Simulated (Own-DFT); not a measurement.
## Calculated data, Al₃GaN₄ (wurtzite random alloy, strained, atoms displaced)

A calculation, not a measurement: plane-wave density functional theory by an unreviewed code, no spin, of a simulated periodic cell, stress positive in tension, run twice, with PBE and with PBEsol, both on files made for PBE, so the change isn't that of files made for PBEsol, forces on such cells passed a denser k mesh, this cell's mesh not checked; the far tail of each file's local potential was reset to the Coulomb form; each entry is a single point on an unrelaxed cell, so the pressure reflects the starting lattice, mostly measured values (interpolated for alloys), from which strain is counted, and rises with the displacements; printed positions are rounded, which can move forces by about a meV/angstrom; the program, named Own-DFT, is a retired in-house code; no spin-orbit coupling; stress was not checked against mesh or cutoff. Program: Own-DFT development build.

Entry: Al₃GaN₄ (wurtzite random alloy, strained, atoms displaced)

```cif
# cell vector a (Å): 9.1824 0.0000 0.0000
# cell vector b (Å): -4.5912 7.9522 0.0000
# cell vector c (Å): 0.0000 0.0000 10.0655
data_Al3GaN4
_symmetry_space_group_name_H-M 'P 1'
_symmetry_Int_Tables_number 1
_cell_length_a 9.1824
_cell_length_b 9.1824
_cell_length_c 10.0655
_cell_angle_alpha 90.000
_cell_angle_beta 90.000
_cell_angle_gamma 120.000
_cell_volume 734.99
loop_
_atom_site_label
_atom_site_type_symbol
_atom_site_fract_x
_atom_site_fract_y
_atom_site_fract_z
_atom_site_occupancy
Al1 Al 0.11829 0.22483 0.00506 1
Al2 Al 0.22832 0.11382 0.24778 1
N1 N 0.10306 0.21281 0.19062 1
N2 N 0.21903 0.11305 0.44835 1
Al3 Al 0.11185 0.22481 0.50251 1
Al4 Al 0.22754 0.11885 0.74698 1
N3 N 0.11866 0.23112 0.69077 1
N4 N 0.22470 0.11328 0.93817 1
Al5 Al 0.10924 0.55059 0.99547 1
Al6 Al 0.22477 0.43850 0.25403 1
N5 N 0.10595 0.54987 0.19953 1
N6 N 0.22000 0.44146 0.44023 1
Al7 Al 0.10894 0.55077 0.50067 1
Al8 Al 0.22208 0.45185 0.75310 1
N7 N 0.11094 0.54449 0.69376 1
N8 N 0.22558 0.43505 0.92624 1
Al9 Al 0.10984 0.88730 0.99537 1
Ga1 Ga 0.22082 0.77719 0.24630 1
N9 N 0.11106 0.88797 0.19406 1
N10 N 0.21774 0.77159 0.45160 1
Al10 Al 0.11243 0.90013 0.49000 1
Al11 Al 0.22026 0.77094 0.74999 1
N11 N 0.10408 0.87571 0.69313 1
N12 N 0.22408 0.78302 0.93548 1
Al12 Al 0.43613 0.21331 0.01073 1
Ga2 Ga 0.56154 0.11023 0.25095 1
N13 N 0.44011 0.21917 0.18377 1
N14 N 0.55957 0.12840 0.43998 1
Ga3 Ga 0.43457 0.21301 0.49141 1
Ga4 Ga 0.55150 0.10478 0.74861 1
N15 N 0.44972 0.22709 0.68655 1
N16 N 0.55624 0.12127 0.94650 1
Ga5 Ga 0.43068 0.54994 0.99887 1
Al13 Al 0.55824 0.44804 0.25457 1
N17 N 0.43978 0.56466 0.18369 1
N18 N 0.55205 0.43505 0.43711 1
Ga6 Ga 0.44739 0.56715 0.49998 1
Al14 Al 0.55835 0.44642 0.75323 1
N19 N 0.44226 0.55025 0.68314 1
N20 N 0.55561 0.44493 0.94543 1
Al15 Al 0.43204 0.88081 0.99861 1
Al16 Al 0.55695 0.77174 0.25798 1
N21 N 0.43832 0.89561 0.20212 1
N22 N 0.55199 0.77635 0.44319 1
Al17 Al 0.44906 0.88841 0.49095 1
Al18 Al 0.55402 0.77654 0.74427 1
N23 N 0.44009 0.88509 0.68999 1
N24 N 0.56562 0.78578 0.93565 1
Ga7 Ga 0.77765 0.21796 0.00182 1
Ga8 Ga 0.88466 0.10566 0.23967 1
N25 N 0.78495 0.22728 0.20283 1
N26 N 0.89480 0.11465 0.43270 1
Al19 Al 0.77898 0.21986 0.50228 1
Al20 Al 0.89346 0.11055 0.74195 1
N27 N 0.78121 0.23429 0.68602 1
N28 N 0.86879 0.10239 0.93686 1
Al21 Al 0.77076 0.55626 0.00283 1
Al22 Al 0.87938 0.44433 0.26116 1
N29 N 0.77648 0.56295 0.19349 1
N30 N 0.89264 0.44139 0.44589 1
Al23 Al 0.78877 0.55733 0.50598 1
Al24 Al 0.88273 0.43463 0.75030 1
N31 N 0.78200 0.56475 0.69310 1
N32 N 0.88183 0.44712 0.94110 1
Ga9 Ga 0.77130 0.88995 0.00528 1
Al25 Al 0.89027 0.76365 0.25104 1
N33 N 0.78900 0.88801 0.18243 1
N34 N 0.87609 0.77822 0.43428 1
Al26 Al 0.77227 0.89209 0.50906 1
Al27 Al 0.88961 0.77701 0.74610 1
N35 N 0.77408 0.89185 0.68189 1
N36 N 0.88217 0.78162 0.93527 1
```

- functional: PBE, then PBEsol
- potential files: PseudoDojo norm-conserving, scalar-relativistic, standard set
- wave cutoff: 42 hartree
- occupations: Fermi-Dirac
- smearing width: 0.1 eV
- k mesh: 4 x 4 x 3 centred on Gamma
- PBE pressure: 17.86 GPa
- PBE stress xx: -20.51 GPa
- PBE stress yy: -21.64 GPa
- PBE stress zz: -11.42 GPa
- PBE stress yz: -1.33 GPa
- PBE stress xz: -0.1 GPa
- PBE stress xy: -0.9 GPa
- PBEsol pressure: 14.51 GPa
- PBEsol stress xx: -17.14 GPa
- PBEsol stress yy: -18.27 GPa
- PBEsol stress zz: -8.13 GPa
- PBEsol stress yz: -1.34 GPa
- PBEsol stress xz: -0.06 GPa
- PBEsol stress xy: -0.89 GPa
- rms change of force components from PBE to PBEsol: 0.08 eV/Å

Force:
```csv
force element,PBE force x (eV/Å),PBE force y (eV/Å),PBE force z (eV/Å),PBEsol force x (eV/Å),PBEsol force y (eV/Å),PBEsol force z (eV/Å)
Al,-1.333,-1.531,-1.163,-1.356,-1.535,-1.151
Al,-1.355,-0.983,0.871,-1.341,-0.988,0.914
N,2.82,2.306,-1.024,2.604,2.175,-0.943
N,-1.759,-0.169,-3,-1.548,-0.016,-2.94
Al,-0.463,0.113,0.218,-0.45,0.119,0.228
Al,0.425,-1.263,0.326,0.43,-1.285,0.321
N,-0.535,-1.046,-0.442,-0.531,-1.009,-0.441
N,-0.535,-0.587,0.064,-0.527,-0.582,0.045
Al,-0.642,-0.019,0.842,-0.608,-0.013,0.853
Al,-1.52,0.224,0.04,-1.507,0.218,0.039
N,0.223,-1.122,-2.057,0.219,-0.943,-1.994
N,-0.116,0.101,-0.626,0.028,0.2,-0.563
Al,0.633,0.304,0.796,0.646,0.302,0.804
Al,2.313,-1.509,-2.039,2.34,-1.501,-2.048
N,-2.314,1.539,-0.789,-2.338,1.531,-0.81
N,-3.258,-0.143,2.471,-3.057,-0.032,2.55
Al,-1.405,0.238,0.317,-1.402,0.237,0.339
Ga,-0.473,-1.404,2.165,-0.46,-1.361,2.119
N,-1.041,0.852,-1.386,-0.864,0.756,-1.331
N,-0.133,1.358,-0.946,-0.139,1.354,-1.051
Al,-0.124,-3.577,2.02,-0.122,-3.591,2.016
Al,-0.612,0.114,-0.967,-0.607,0.11,-0.959
N,0.466,2.566,-1.225,0.481,2.565,-1.238
N,-0.409,-2.016,0.473,-0.429,-2.019,0.448
Al,0.382,1.722,-2.968,0.368,1.733,-2.976
Ga,-0.986,1.664,0.476,-0.981,1.62,0.472
N,0.049,1.564,2.701,0.211,1.5,2.768
N,3.357,-3.589,-0.071,3.125,-3.462,-0.171
Ga,0.151,2.3,2.891,0.158,2.266,2.831
Ga,-0.003,1.266,1.076,-0.007,1.252,1.038
N,-0.936,-0.033,0.525,-0.772,-0.129,0.407
N,-0.621,-2.622,-0.409,-0.429,-2.531,-0.499
Ga,2.683,2.023,-0.268,2.649,1.973,-0.258
Al,-0.928,-0.527,-0.921,-0.945,-0.537,-0.948
N,0.962,-1.483,2.167,0.965,-1.496,1.941
N,0.535,2.643,-0.297,0.424,2.512,-0.156
Ga,0.84,-4.007,0.315,0.812,-3.929,0.327
Al,-0.109,-0.214,0.05,-0.105,-0.204,0.058
N,0.008,0.915,2.407,-0.001,0.903,2.186
N,-0.385,-1.16,-0.769,-0.551,-1.105,-0.717
Al,2.478,2.15,0.726,2.497,2.154,0.756
Al,-0.107,1.854,-1.427,-0.105,1.878,-1.423
N,3.53,-2.171,-2.618,3.347,-2.056,-2.483
N,1.046,2.83,-1.782,1.065,2.563,-1.685
Al,-2.544,1.261,1.509,-2.554,1.288,1.498
Al,0.17,-0.22,1.056,0.184,-0.225,1.052
N,0.551,-1.014,-1.394,0.542,-0.813,-1.346
N,-4.165,-1.878,-1.149,-3.948,-1.893,-1.017
Ga,-1.558,1.772,1.207,-1.539,1.708,1.157
Ga,0.326,-0.528,2.262,0.329,-0.508,2.211
N,-1.239,1.084,-1.958,-1.202,0.845,-1.981
N,-0.871,-0.874,2.048,-0.863,-0.876,1.849
Al,0.015,0.33,-0.566,0.009,0.319,-0.574
Al,-0.993,0.773,1.393,-1.006,0.771,1.401
N,1.196,-3.406,-0.501,1.062,-3.512,-0.457
N,4.155,1.89,-1.814,3.96,1.799,-1.646
Al,0.575,0.859,-0.276,0.571,0.874,-0.243
Al,1.344,0.364,-0.691,1.316,0.388,-0.685
N,0.525,-3.43,-1.2,0.517,-3.444,-1.218
N,-1.031,0.402,-0.352,-1.021,0.375,-0.35
Al,-1.811,-0.115,-0.26,-1.817,-0.119,-0.255
Al,-0.254,3.275,1.177,-0.267,3.295,1.193
N,0.246,-2.187,-0.741,0.256,-2.193,-0.728
N,1.208,0.548,-0.389,1.193,0.379,-0.344
Ga,1.588,-0.333,-1.071,1.548,-0.324,-1.054
Al,-1.195,4.151,0.675,-1.176,4.167,0.68
N,-1.385,-2.346,3.224,-1.382,-2.143,3.049
N,1.418,-0.144,1.021,1.389,-0.137,1.015
Al,1.237,0.383,-3.361,1.225,0.373,-3.378
Al,-0.957,1.04,1.274,-0.998,1.062,1.276
N,0.645,-0.242,2.084,0.648,-0.254,2.111
N,2.009,-0.892,0.049,1.832,-0.802,0.109
```
